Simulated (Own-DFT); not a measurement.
Simulation results for GaN (wurtzite, strained, atoms displaced)

A calculation, not a measurement: plane-wave PBE density functional theory by an unreviewed code, no spin, of a simulated periodic cell, stress positive in tension, free energy of the whole cell less one offset for each atom, forces on such cells passed a denser k mesh, this cell's mesh not checked; offsets are fitted by least squares, one for each functional and potential file, so energies compare only between cells with the same atoms and settings and are not formation energies; the far tail of each file's local potential was reset to the Coulomb form; each entry is a single point on an unrelaxed cell, so the pressure reflects the starting lattice, mostly measured values (interpolated for alloys), from which strain is counted, and rises with the displacements; printed positions are rounded, which can move forces by about a meV/angstrom; the program, named Own-DFT, is a retired in-house code; no spin-orbit coupling. Program: Own-DFT development build.

Settings shared by all entries: functional PBE; potential files PseudoDojo norm-conserving, scalar-relativistic, standard set with the stringent files for Ga; wave cutoff 96 hartree; occupations Gaussian; smearing width 0.01 eV; k mesh 3 x 4 x 3 centred on Gamma.

(1) 
```cif
# cell vector a (Å): 12.6831 -0.1851 -0.0514
# cell vector b (Å): -4.8764 8.3164 -0.0471
# cell vector c (Å): -0.0418 -0.0831 10.3186
data_GaN
_symmetry_space_group_name_H-M 'P 1'
_symmetry_Int_Tables_number 1
_cell_length_a 12.6846
_cell_length_b 9.6407
_cell_length_c 10.3190
_cell_angle_alpha 90.561
_cell_angle_beta 90.458
_cell_angle_gamma 121.220
_cell_volume 1078.98
loop_
_atom_site_label
_atom_site_type_symbol
_atom_site_fract_x
_atom_site_fract_y
_atom_site_fract_z
_atom_site_occupancy
Ga1 Ga 0.08401 0.22065 0.99354 1
Ga2 Ga 0.16771 0.10640 0.25989 1
N1 N 0.07943 0.22043 0.19346 1
N2 N 0.17111 0.11501 0.43454 1
Ga3 Ga 0.08852 0.23055 0.50939 1
Ga4 Ga 0.15995 0.10075 0.75211 1
N3 N 0.08171 0.22000 0.69389 1
N4 N 0.16766 0.11003 0.94146 1
Ga5 Ga 0.08211 0.55232 0.00406 1
Ga6 Ga 0.16401 0.44143 0.25198 1
N5 N 0.08274 0.55412 0.18595 1
N6 N 0.16455 0.45418 0.43031 1
Ga7 Ga 0.08281 0.54681 0.50015 1
Ga8 Ga 0.16490 0.44424 0.75310 1
N7 N 0.08946 0.55811 0.69122 1
N8 N 0.16077 0.43390 0.94226 1
Ga9 Ga 0.08562 0.88129 0.99486 1
Ga10 Ga 0.17114 0.78024 0.24153 1
N9 N 0.08549 0.89829 0.18812 1
N10 N 0.16129 0.78167 0.42230 1
Ga11 Ga 0.07453 0.88358 0.50768 1
Ga12 Ga 0.17176 0.76648 0.75512 1
N11 N 0.08418 0.89888 0.68937 1
N12 N 0.17291 0.78246 0.93634 1
Ga13 Ga 0.33165 0.22313 0.99092 1
Ga14 Ga 0.41983 0.12057 0.25369 1
N13 N 0.33679 0.23182 0.19008 1
N14 N 0.40703 0.10311 0.43432 1
Ga15 Ga 0.32860 0.21075 0.49297 1
Ga16 Ga 0.41686 0.10585 0.74959 1
N15 N 0.33420 0.22242 0.68714 1
N16 N 0.41502 0.10396 0.93107 1
Ga17 Ga 0.33111 0.55069 0.00082 1
Ga18 Ga 0.41483 0.44027 0.24289 1
N17 N 0.33112 0.55528 0.18132 1
N18 N 0.41363 0.43262 0.43520 1
Ga19 Ga 0.32493 0.54447 0.49560 1
Ga20 Ga 0.42029 0.45169 0.74619 1
N19 N 0.33104 0.54944 0.69784 1
N20 N 0.41637 0.45068 0.93496 1
Ga21 Ga 0.33674 0.89799 0.00175 1
Ga22 Ga 0.41698 0.78043 0.24995 1
N21 N 0.33148 0.87848 0.18090 1
N22 N 0.41905 0.78481 0.44560 1
Ga23 Ga 0.33247 0.89372 0.50342 1
Ga24 Ga 0.41369 0.78446 0.74608 1
N23 N 0.33830 0.89529 0.68059 1
N24 N 0.42004 0.77783 0.93629 1
Ga25 Ga 0.58075 0.22505 0.99885 1
Ga26 Ga 0.67315 0.12064 0.24629 1
N25 N 0.58715 0.22477 0.17974 1
N26 N 0.66463 0.10944 0.44266 1
Ga27 Ga 0.57898 0.22477 0.50051 1
Ga28 Ga 0.66833 0.11397 0.75124 1
N27 N 0.58516 0.22692 0.68997 1
N28 N 0.66127 0.11624 0.94080 1
Ga29 Ga 0.58184 0.54900 0.99635 1
Ga30 Ga 0.67276 0.44825 0.24715 1
N29 N 0.59089 0.56998 0.18513 1
N30 N 0.66187 0.44498 0.44061 1
Ga31 Ga 0.57881 0.54876 0.49618 1
Ga32 Ga 0.66897 0.44527 0.74599 1
N31 N 0.57841 0.55584 0.69490 1
N32 N 0.66623 0.44691 0.94058 1
Ga33 Ga 0.58453 0.88454 0.99626 1
Ga34 Ga 0.67080 0.78334 0.25423 1
N33 N 0.58836 0.89157 0.18209 1
N34 N 0.66750 0.77928 0.43876 1
Ga35 Ga 0.57766 0.88818 0.49978 1
Ga36 Ga 0.65919 0.76221 0.75038 1
N35 N 0.59358 0.89559 0.68920 1
N36 N 0.66865 0.78003 0.93396 1
Ga37 Ga 0.83745 0.22738 0.99816 1
Ga38 Ga 0.92463 0.11572 0.24679 1
N37 N 0.83406 0.22551 0.18836 1
N38 N 0.90849 0.10600 0.43439 1
Ga39 Ga 0.83231 0.22698 0.48978 1
Ga40 Ga 0.91283 0.10830 0.74865 1
N39 N 0.82981 0.22230 0.69089 1
N40 N 0.91622 0.10427 0.94052 1
Ga41 Ga 0.83124 0.54957 0.99332 1
Ga42 Ga 0.91840 0.44110 0.25198 1
N41 N 0.83134 0.55154 0.18621 1
N42 N 0.90824 0.43943 0.44073 1
Ga43 Ga 0.82591 0.55233 0.48994 1
Ga44 Ga 0.91719 0.44829 0.75198 1
N43 N 0.82868 0.55178 0.68423 1
N44 N 0.91396 0.43793 0.94154 1
Ga45 Ga 0.82988 0.89624 0.00363 1
Ga46 Ga 0.91672 0.78281 0.25460 1
N45 N 0.83965 0.89544 0.18826 1
N46 N 0.90879 0.77555 0.44220 1
Ga47 Ga 0.83799 0.89067 0.49523 1
Ga48 Ga 0.91115 0.77395 0.74084 1
N47 N 0.84328 0.90089 0.68883 1
N48 N 0.91459 0.77735 0.94625 1
_calc_free_energy_of_cell_above_offsets '-3.079'  # eV
_calc_pressure 10.49  # GPa
_calc_stress_xx -10  # GPa
_calc_stress_yy -11.37  # GPa
_calc_stress_zz -10.1  # GPa
_calc_stress_yz -2.42  # GPa
_calc_stress_xz -0.56  # GPa
_calc_stress_xy -4.46  # GPa
```

Force:
```csv
element,x (eV/Å),y (eV/Å),z (eV/Å)
Ga,0.207,-1.073,1.733
Ga,-0.683,1.231,-2.713
N,2.797,1.076,-1.388
N,-2.733,-1.101,2.27
Ga,-0.57,-1.192,-1.449
Ga,0.823,3.059,0.543
N,0.194,0.568,-0.327
N,-0.786,-0.745,-0.688
Ga,0.507,0.211,-0.676
Ga,0.242,0.253,-2.17
N,0.152,0.049,0.675
N,0.688,-1.75,1.556
Ga,-2.009,2.23,-0.142
Ga,0.687,-0.736,0.694
N,-0.909,-1.088,-0.949
N,-0.383,1.613,-0.695
Ga,-1.49,0.913,0.925
Ga,-1.523,-0.11,0.07
N,0.723,-1.659,-0.507
N,0.321,-0.722,3.056
Ga,1.494,0.549,-1.564
Ga,-1.084,2.475,-0.817
N,1.01,-3.645,-0.184
N,-0.365,-1.463,0.381
Ga,1.131,0.522,0.848
Ga,0.317,-0.786,-1.732
N,0.363,-2.631,-1.357
N,1.431,0.774,0.348
Ga,0.642,1.496,2.124
Ga,-0.795,1.806,-0.591
N,-0.055,-0.411,-0.038
N,-0.89,1.401,0.963
Ga,-0.126,1.083,-1.031
Ga,0.229,2.773,0.609
N,0.287,-0.098,1.985
N,-1.231,0.809,-0.103
Ga,1.855,1.461,1.044
Ga,-1.332,-2.196,0.748
N,-0.728,1.171,-1.998
N,0.305,-1.164,0.2
Ga,1.639,-1.233,-0.548
Ga,0.958,-0.167,-0.106
N,0.278,1.987,1.145
N,-1.883,-2.052,-1.4
Ga,-0.512,-1.43,-2.187
Ga,2.236,-0.702,0.55
N,-0.81,-1.171,1.418
N,-1.65,-0.362,-0.29
Ga,0.414,-0.105,-0.743
Ga,-0.963,-1.582,0.452
N,-0.828,-0.051,1.978
N,-1.333,0.506,-1.219
Ga,0.801,-0.793,0.09
Ga,-0.543,-0.212,0.398
N,-0.102,-0.778,-0.575
N,1.407,-0.48,-0.313
Ga,-0.209,1.663,0.648
Ga,-1.837,-0.178,-0.106
N,0.013,-1.924,0.266
N,-0.194,-0.932,-1.062
Ga,-0.508,1.565,0.596
Ga,-1.416,-0.132,1.08
N,2.413,-1.288,-2.336
N,-0.228,-0.794,-1.297
Ga,-0.109,0.939,-0.046
Ga,-0.318,0.543,-0.648
N,-0.453,0.137,1.218
N,-0.591,-0.652,0.622
Ga,2.644,0.718,0.862
Ga,0.486,3.828,-0.1
N,-1.266,-1.129,-0.097
N,-0.298,-0.881,0.484
Ga,-0.485,-1.976,0.357
Ga,-2.449,-0.872,0.865
N,1.333,-0.183,-0.385
N,1.266,1.467,0.53
Ga,0.449,-1.836,1.982
Ga,-0.685,1.156,0.657
N,1.395,1.028,-0.786
N,-0.974,1.577,-0.684
Ga,0.192,1.309,1.2
Ga,-0.811,1.014,-0.456
N,1.512,1.024,0.402
N,0.871,1.628,-0.485
Ga,1.109,0.248,1.304
Ga,-0.136,-0.758,-0.438
N,1.272,0.604,-0.395
N,0.109,1.649,-1.068
Ga,1.461,-1.607,-0.116
Ga,0.586,-0.538,-1.451
N,-0.537,-0.522,0.537
N,1.298,-0.533,-0.714
Ga,-2.078,0.652,1.417
Ga,0.206,0.689,1.856
N,-0.93,-2.688,-0.992
N,0.075,-0.347,-1.521
```

(2) 
```cif
# cell vector a (Å): 12.8647 0.0266 0.1482
# cell vector b (Å): -4.8070 8.3689 0.0321
# cell vector c (Å): 0.1205 0.1098 10.5485
data_GaN
_symmetry_space_group_name_H-M 'P 1'
_symmetry_Int_Tables_number 1
_cell_length_a 12.8656
_cell_length_b 9.6513
_cell_length_c 10.5498
_cell_angle_alpha 89.618
_cell_angle_beta 88.684
_cell_angle_gamma 119.749
_cell_volume 1136.76
loop_
_atom_site_label
_atom_site_type_symbol
_atom_site_fract_x
_atom_site_fract_y
_atom_site_fract_z
_atom_site_occupancy
Ga1 Ga 0.08663 0.22811 0.00126 1
Ga2 Ga 0.16287 0.10110 0.25288 1
N1 N 0.08428 0.21014 0.18299 1
N2 N 0.16354 0.10487 0.44343 1
Ga3 Ga 0.08531 0.22824 0.49623 1
Ga4 Ga 0.17296 0.11781 0.75449 1
N3 N 0.08017 0.21787 0.69275 1
N4 N 0.15694 0.10864 0.93445 1
Ga5 Ga 0.08095 0.55771 0.00047 1
Ga6 Ga 0.16669 0.44459 0.25110 1
N5 N 0.07434 0.55623 0.18967 1
N6 N 0.16719 0.44498 0.43829 1
Ga7 Ga 0.08050 0.55409 0.50179 1
Ga8 Ga 0.16464 0.44548 0.74930 1
N7 N 0.08197 0.55861 0.69279 1
N8 N 0.17143 0.44475 0.94237 1
Ga9 Ga 0.08537 0.88968 0.99824 1
Ga10 Ga 0.16807 0.77080 0.25005 1
N9 N 0.08832 0.89257 0.19199 1
N10 N 0.16157 0.78115 0.43685 1
Ga11 Ga 0.08850 0.89368 0.49807 1
Ga12 Ga 0.16217 0.77605 0.75166 1
N11 N 0.08892 0.87962 0.68167 1
N12 N 0.16671 0.77666 0.93112 1
Ga13 Ga 0.32726 0.22017 0.00225 1
Ga14 Ga 0.42165 0.11357 0.25539 1
N13 N 0.34329 0.23213 0.18144 1
N14 N 0.41358 0.09865 0.43144 1
Ga15 Ga 0.34118 0.23572 0.50020 1
Ga16 Ga 0.41793 0.11436 0.74810 1
N15 N 0.33860 0.22610 0.68743 1
N16 N 0.41604 0.11835 0.93859 1
Ga17 Ga 0.33638 0.55730 0.99891 1
Ga18 Ga 0.41450 0.44058 0.24938 1
N17 N 0.33897 0.55952 0.19322 1
N18 N 0.42054 0.43347 0.44060 1
Ga19 Ga 0.32876 0.55454 0.49707 1
Ga20 Ga 0.41445 0.44785 0.74595 1
N19 N 0.32522 0.55377 0.68946 1
N20 N 0.41237 0.43807 0.93346 1
Ga21 Ga 0.33259 0.89031 0.99920 1
Ga22 Ga 0.41794 0.78878 0.25723 1
N21 N 0.33605 0.88366 0.19089 1
N22 N 0.41609 0.78179 0.43748 1
Ga23 Ga 0.33259 0.89004 0.50280 1
Ga24 Ga 0.41587 0.77460 0.73382 1
N23 N 0.33629 0.89482 0.69028 1
N24 N 0.41420 0.78551 0.94158 1
Ga25 Ga 0.58200 0.21673 0.99833 1
Ga26 Ga 0.67150 0.11377 0.25408 1
N25 N 0.58118 0.22661 0.18670 1
N26 N 0.66455 0.10160 0.44102 1
Ga27 Ga 0.58863 0.22467 0.50071 1
Ga28 Ga 0.67170 0.12208 0.74826 1
N27 N 0.58734 0.22124 0.68893 1
N28 N 0.67045 0.11346 0.94204 1
Ga29 Ga 0.57958 0.54270 0.99911 1
Ga30 Ga 0.66586 0.44095 0.24785 1
N29 N 0.58600 0.55537 0.18571 1
N30 N 0.66554 0.44555 0.43812 1
Ga31 Ga 0.58718 0.55398 0.50323 1
Ga32 Ga 0.67064 0.44789 0.75059 1
N31 N 0.58372 0.55371 0.69507 1
N32 N 0.66441 0.44011 0.94131 1
Ga33 Ga 0.58281 0.89986 0.00403 1
Ga34 Ga 0.67050 0.77514 0.25078 1
N33 N 0.58486 0.88402 0.18743 1
N34 N 0.66285 0.77770 0.44312 1
Ga35 Ga 0.57910 0.89001 0.49704 1
Ga36 Ga 0.66929 0.78347 0.75240 1
N35 N 0.58646 0.88570 0.68358 1
N36 N 0.66123 0.78208 0.93120 1
Ga37 Ga 0.83101 0.21791 0.99785 1
Ga38 Ga 0.91598 0.11117 0.24846 1
N37 N 0.83800 0.22302 0.18528 1
N38 N 0.91468 0.10442 0.43587 1
Ga39 Ga 0.82998 0.21529 0.50460 1
Ga40 Ga 0.91461 0.11058 0.75022 1
N39 N 0.82928 0.21545 0.68216 1
N40 N 0.91923 0.10965 0.94109 1
Ga41 Ga 0.83074 0.55043 0.99183 1
Ga42 Ga 0.91390 0.44570 0.24783 1
N41 N 0.83188 0.55337 0.18648 1
N42 N 0.91866 0.45194 0.44667 1
Ga43 Ga 0.83016 0.55089 0.50443 1
Ga44 Ga 0.91812 0.44909 0.74608 1
N43 N 0.83475 0.56046 0.68552 1
N44 N 0.91976 0.45134 0.93367 1
Ga45 Ga 0.83750 0.89135 0.99819 1
Ga46 Ga 0.91017 0.77546 0.25428 1
N45 N 0.83258 0.89588 0.19263 1
N46 N 0.91714 0.77870 0.44211 1
Ga47 Ga 0.83245 0.89312 0.49732 1
Ga48 Ga 0.91756 0.77756 0.74103 1
N47 N 0.83124 0.89348 0.69163 1
N48 N 0.91178 0.78339 0.94346 1
_calc_free_energy_of_cell_above_offsets '-6.407'  # eV
_calc_pressure 0.11  # GPa
_calc_stress_xx -0.85  # GPa
_calc_stress_yy -0.78  # GPa
_calc_stress_zz 1.29  # GPa
_calc_stress_yz 2.49  # GPa
_calc_stress_xz 2.22  # GPa
_calc_stress_xy 1.11  # GPa
```

Force:
```csv
element,x (eV/Å),y (eV/Å),z (eV/Å)
Ga,-0.619,-0.599,-0.237
Ga,0.813,1.231,0.148
N,-0.757,1.407,1.247
N,0.329,2.26,-0.794
Ga,-0.03,-1.644,0.905
Ga,-0.524,-0.937,-1.212
N,0.416,0.852,-0.905
N,1.69,0.055,0.619
Ga,0.742,-0.224,-0.114
Ga,0.172,-0.298,-1.017
N,1.968,-0.226,-0.426
N,-0.481,0.321,-0.22
Ga,0.008,0.944,0.146
Ga,-0.62,-0.834,0.921
N,0.759,-0.483,-0.885
N,-1.057,0.655,-0.482
Ga,-0.805,-0.345,0.527
Ga,-0.717,0.993,0.267
N,-0.252,-1.452,-0.858
N,2.074,-1.16,-0.025
Ga,-1.128,-0.995,0.461
Ga,1.556,0.09,-0.364
N,-2.072,1.607,0.678
N,-0.237,0.319,1.499
Ga,0.088,0.057,-0.663
Ga,-1.028,-0.5,-1.612
N,-0.755,-1.602,1.321
N,0.143,1.984,1.854
Ga,-0.219,-4.154,0.612
Ga,0.309,-0.167,0.665
N,-0.536,0.095,-0.191
N,0.367,-0.773,-0.293
Ga,0.041,0.726,0.443
Ga,0.606,0.772,0.086
N,-0.944,-0.029,-0.124
N,-1.048,3.571,-1.037
Ga,1.158,0.159,0.118
Ga,0.513,-0.142,0.633
N,1.137,0.1,-1.178
N,0.065,0.584,0.249
Ga,-0.284,0.275,0.146
Ga,1.618,-1.345,-1.197
N,-1.494,1.149,-0.728
N,-0.033,-0.878,0.935
Ga,-0.872,-0.496,0.039
Ga,0.145,1.06,2.022
N,-0.292,-0.54,-0.528
N,1.214,-0.729,-1.03
Ga,-0.673,0.361,0.402
Ga,-0.46,-0.594,-0.848
N,1.578,-0.753,0.131
N,-0.037,1.992,-0.644
Ga,-0.776,-0.688,-0.229
Ga,-0.149,-2.18,0.685
N,-0.771,0.828,-0.323
N,-0.564,0.592,-1.132
Ga,-1.081,1.676,-0.17
Ga,-0.304,0.54,0.002
N,-0.229,-0.035,0.369
N,0.965,-0.533,-0.131
Ga,-0.895,0.657,0.446
Ga,-0.787,-0.457,0.391
N,0.009,0.33,-0.874
N,0.773,-0.172,-0.963
Ga,0.346,-2.072,-0.506
Ga,-1.184,-0.299,0.087
N,-0.372,1.047,0.914
N,0.585,-0.344,-0.706
Ga,0.749,-1.219,0.82
Ga,-0.441,-0.821,-0.287
N,-1.082,0.78,0.111
N,0.803,-0.415,1.846
Ga,0.901,0.683,0.206
Ga,0.602,0.185,0.105
N,-0.787,0.48,0.356
N,-0.063,1.888,0.008
Ga,0.375,0.48,-1.504
Ga,0.312,-0.172,0.57
N,0.742,1.419,1.401
N,-0.651,1.003,-0.51
Ga,-0.402,1.077,1.055
Ga,-0.397,-0.468,0.883
N,-0.146,0.356,-0.136
N,0.029,-1.737,-1.07
Ga,-0.202,1.041,-1.009
Ga,-0.221,-0.741,0.216
N,0.056,-0.647,0.737
N,0.015,-1.082,-0.049
Ga,-2.338,-0.025,0.696
Ga,0.885,0.235,-0.329
N,0.898,-0.775,-0.732
N,-0.333,-0.242,-0.094
Ga,0.107,-1.26,0.825
Ga,-0.183,1.206,0.923
N,1.228,-0.257,-0.957
N,2.443,-1.588,-1.406
```

(3) 
```cif
# cell vector a (Å): 12.8660 0.2206 -0.2123
# cell vector b (Å): -4.6815 8.3319 -0.0702
# cell vector c (Å): -0.1726 -0.1875 10.5037
data_GaN
_symmetry_space_group_name_H-M 'P 1'
_symmetry_Int_Tables_number 1
_cell_length_a 12.8696
_cell_length_b 9.5573
_cell_length_c 10.5068
_cell_angle_alpha 90.851
_cell_angle_beta 91.904
_cell_angle_gamma 118.335
_cell_volume 1136.17
loop_
_atom_site_label
_atom_site_type_symbol
_atom_site_fract_x
_atom_site_fract_y
_atom_site_fract_z
_atom_site_occupancy
Ga1 Ga 0.08097 0.22834 0.99663 1
Ga2 Ga 0.16742 0.11279 0.25053 1
N1 N 0.08950 0.21919 0.19757 1
N2 N 0.16555 0.11025 0.44733 1
Ga3 Ga 0.08620 0.21960 0.50518 1
Ga4 Ga 0.16613 0.11387 0.75562 1
N3 N 0.08215 0.21797 0.69416 1
N4 N 0.16861 0.11169 0.94197 1
Ga5 Ga 0.08502 0.55962 0.99867 1
Ga6 Ga 0.16319 0.45349 0.25138 1
N5 N 0.08970 0.55589 0.18606 1
N6 N 0.16554 0.44485 0.43873 1
Ga7 Ga 0.08380 0.55969 0.50132 1
Ga8 Ga 0.17079 0.44537 0.75449 1
N7 N 0.08199 0.55041 0.68702 1
N8 N 0.16692 0.44648 0.93723 1
Ga9 Ga 0.08901 0.88748 0.00753 1
Ga10 Ga 0.17576 0.78676 0.24556 1
N9 N 0.08399 0.88303 0.18766 1
N10 N 0.17244 0.79841 0.43383 1
Ga11 Ga 0.09153 0.89638 0.50645 1
Ga12 Ga 0.16544 0.76617 0.75530 1
N11 N 0.08710 0.88555 0.68807 1
N12 N 0.16191 0.77392 0.93895 1
Ga13 Ga 0.33299 0.22110 0.99736 1
Ga14 Ga 0.42289 0.11106 0.25453 1
N13 N 0.33432 0.23596 0.18104 1
N14 N 0.41619 0.10441 0.43559 1
Ga15 Ga 0.32162 0.21046 0.49575 1
Ga16 Ga 0.42009 0.11462 0.75344 1
N15 N 0.32946 0.21745 0.67952 1
N16 N 0.41244 0.10528 0.93429 1
Ga17 Ga 0.32716 0.55168 0.00349 1
Ga18 Ga 0.42487 0.44279 0.25962 1
N17 N 0.32986 0.55692 0.19002 1
N18 N 0.41672 0.44561 0.43994 1
Ga19 Ga 0.32916 0.54979 0.49773 1
Ga20 Ga 0.41154 0.44955 0.75109 1
N19 N 0.32487 0.54583 0.69113 1
N20 N 0.41543 0.43188 0.93878 1
Ga21 Ga 0.33011 0.88031 0.00504 1
Ga22 Ga 0.42058 0.77181 0.25357 1
N21 N 0.33244 0.89554 0.18883 1
N22 N 0.41566 0.76607 0.43049 1
Ga23 Ga 0.32928 0.90426 0.49745 1
Ga24 Ga 0.41577 0.77075 0.74730 1
N23 N 0.33324 0.88510 0.68368 1
N24 N 0.41686 0.77737 0.93253 1
Ga25 Ga 0.58367 0.22692 0.99897 1
Ga26 Ga 0.66836 0.11780 0.24215 1
N25 N 0.58950 0.22841 0.18577 1
N26 N 0.67071 0.11058 0.43776 1
Ga27 Ga 0.58732 0.22283 0.50384 1
Ga28 Ga 0.67139 0.10442 0.74688 1
N27 N 0.57944 0.21566 0.67847 1
N28 N 0.67064 0.11275 0.93773 1
Ga29 Ga 0.58702 0.56093 0.00019 1
Ga30 Ga 0.66603 0.44302 0.25022 1
N29 N 0.58438 0.55847 0.19050 1
N30 N 0.66509 0.45082 0.43522 1
Ga31 Ga 0.58470 0.56642 0.49713 1
Ga32 Ga 0.67249 0.44461 0.75551 1
N31 N 0.58928 0.56293 0.69159 1
N32 N 0.65315 0.42700 0.93298 1
Ga33 Ga 0.58624 0.89401 0.00924 1
Ga34 Ga 0.66387 0.76892 0.25069 1
N33 N 0.58699 0.89873 0.18712 1
N34 N 0.66924 0.78362 0.43033 1
Ga35 Ga 0.59202 0.88467 0.50393 1
Ga36 Ga 0.67285 0.78238 0.75185 1
N35 N 0.58348 0.88465 0.68453 1
N36 N 0.67520 0.78400 0.94002 1
Ga37 Ga 0.83039 0.21863 0.99670 1
Ga38 Ga 0.91308 0.11584 0.26388 1
N37 N 0.83578 0.22246 0.19120 1
N38 N 0.92122 0.11561 0.44297 1
Ga39 Ga 0.83398 0.22125 0.50253 1
Ga40 Ga 0.92103 0.11204 0.75359 1
N39 N 0.83352 0.21815 0.68966 1
N40 N 0.91198 0.11367 0.93834 1
Ga41 Ga 0.82354 0.53924 0.00174 1
Ga42 Ga 0.91869 0.44688 0.24920 1
N41 N 0.83375 0.55860 0.18897 1
N42 N 0.91862 0.44551 0.43346 1
Ga43 Ga 0.82983 0.55428 0.50094 1
Ga44 Ga 0.91809 0.44537 0.74636 1
N43 N 0.83406 0.55891 0.69020 1
N44 N 0.91726 0.44617 0.93874 1
Ga45 Ga 0.83848 0.88700 0.00346 1
Ga46 Ga 0.91949 0.78511 0.25608 1
N45 N 0.82380 0.88204 0.18707 1
N46 N 0.91647 0.77685 0.44476 1
Ga47 Ga 0.84358 0.89482 0.49207 1
Ga48 Ga 0.91641 0.77107 0.75173 1
N47 N 0.83071 0.88717 0.69390 1
N48 N 0.92262 0.78021 0.92989 1
_calc_free_energy_of_cell_above_offsets '-4.567'  # eV
_calc_pressure 0.46  # GPa
_calc_stress_xx -0.79  # GPa
_calc_stress_yy 1.2  # GPa
_calc_stress_zz -1.81  # GPa
_calc_stress_yz -3.27  # GPa
_calc_stress_xz -3  # GPa
_calc_stress_xy 4.34  # GPa
```

Force:
```csv
element,x (eV/Å),y (eV/Å),z (eV/Å)
Ga,0.591,-0.901,1.198
Ga,1.478,-0.407,0.126
N,-2.968,1.072,-1.202
N,-0.871,-0.667,-1.897
Ga,-0.861,1.196,0.121
Ga,1.44,-1.058,-0.252
N,-0.506,0.726,-0.451
N,-0.781,-0.325,-0.049
Ga,-0.528,-0.538,0.283
Ga,3.049,-1.966,0.701
N,-2.802,1.312,-0.495
N,-0.348,-0.396,0.364
Ga,0.191,0.397,-0.499
Ga,-0.865,-0.691,-0.608
N,-0.164,-0.2,0.231
N,-0.387,-0.308,0.195
Ga,-1.613,0.581,-1.314
Ga,-0.379,-0.933,0.878
N,-0.951,0.791,0.789
N,0.114,-2.336,-0.376
Ga,-1.239,-0.771,0.147
Ga,0.116,1.564,-0.953
N,-0.694,-0.012,0.797
N,1.32,-0.106,0.177
Ga,0.199,-0.134,0.292
Ga,-0.855,0.802,-1.201
N,0.946,-1.676,1.552
N,-0.012,2.072,-0.057
Ga,2.536,2.024,0.674
Ga,-0.367,-0.61,-1.219
N,-0.073,0.48,1.343
N,0.694,-0.183,1.07
Ga,1.612,0.411,0.096
Ga,-1.515,0.468,-1.415
N,0.57,-0.427,-0.217
N,0.359,-0.844,0.496
Ga,-0.033,0.894,0.014
Ga,2.447,-1.317,0.037
N,-0.03,1.153,-1.061
N,-0.567,1.964,-0.263
Ga,0.253,0.942,-1.059
Ga,-0.43,0.793,-0.84
N,1.196,-0.381,-0.246
N,-0.128,1.064,2.048
Ga,2.326,-2.156,0.927
Ga,-0.148,0.947,-0.361
N,-0.363,0.014,0.555
N,0.344,-0.458,1.064
Ga,-0.294,-2.244,-0.067
Ga,1.247,-0.341,1.535
N,-1.326,-0.351,-0.129
N,-0.331,-0.014,-0.281
Ga,-0.388,0.095,-1.612
Ga,-1.077,0.4,0.174
N,0.674,0.568,2.485
N,-1.105,-0.449,-0.187
Ga,-0.887,-0.231,-0.348
Ga,0.581,0.891,0.169
N,-0.129,-1.093,-0.718
N,0.457,-0.786,0.444
Ga,0.263,-0.583,1.122
Ga,-1.065,-0.367,-1.862
N,-0.625,-0.796,-0.425
N,0.979,2.24,0.817
Ga,0.053,-0.417,-1.957
Ga,-0.191,1.825,-0.668
N,-0.264,-1.219,0.866
N,1.373,-0.544,0.924
Ga,-2.268,0.722,-0.977
Ga,-0.154,-0.38,0.294
N,-0.232,-0.213,0.763
N,-0.9,-0.728,0.289
Ga,0.304,1.03,0.834
Ga,1.515,-0.646,-2.015
N,-0.803,0.504,-0.717
N,0.101,-0.313,0.561
Ga,-0.241,0.473,-0.16
Ga,-0.266,-0.677,-0.248
N,-0.128,0.596,-0.212
N,1.627,-0.48,0.252
Ga,0.334,1.563,-0.258
Ga,0.233,0.196,-0.389
N,-0.297,-0.218,-0.026
N,-0.274,0.019,1.052
Ga,0.273,0.132,-0.253
Ga,0.142,-0.327,0.58
N,0.034,-1.383,-0.564
N,0.104,-0.583,-0.235
Ga,0.05,0.437,-0.523
Ga,0.081,-0.546,-0.641
N,1.113,0.95,0.948
N,1.352,-0.103,-0.787
Ga,-1.789,-0.218,1.801
Ga,0.187,1.774,-0.778
N,0.932,0.633,-1.281
N,-0.278,-0.665,2.271
```
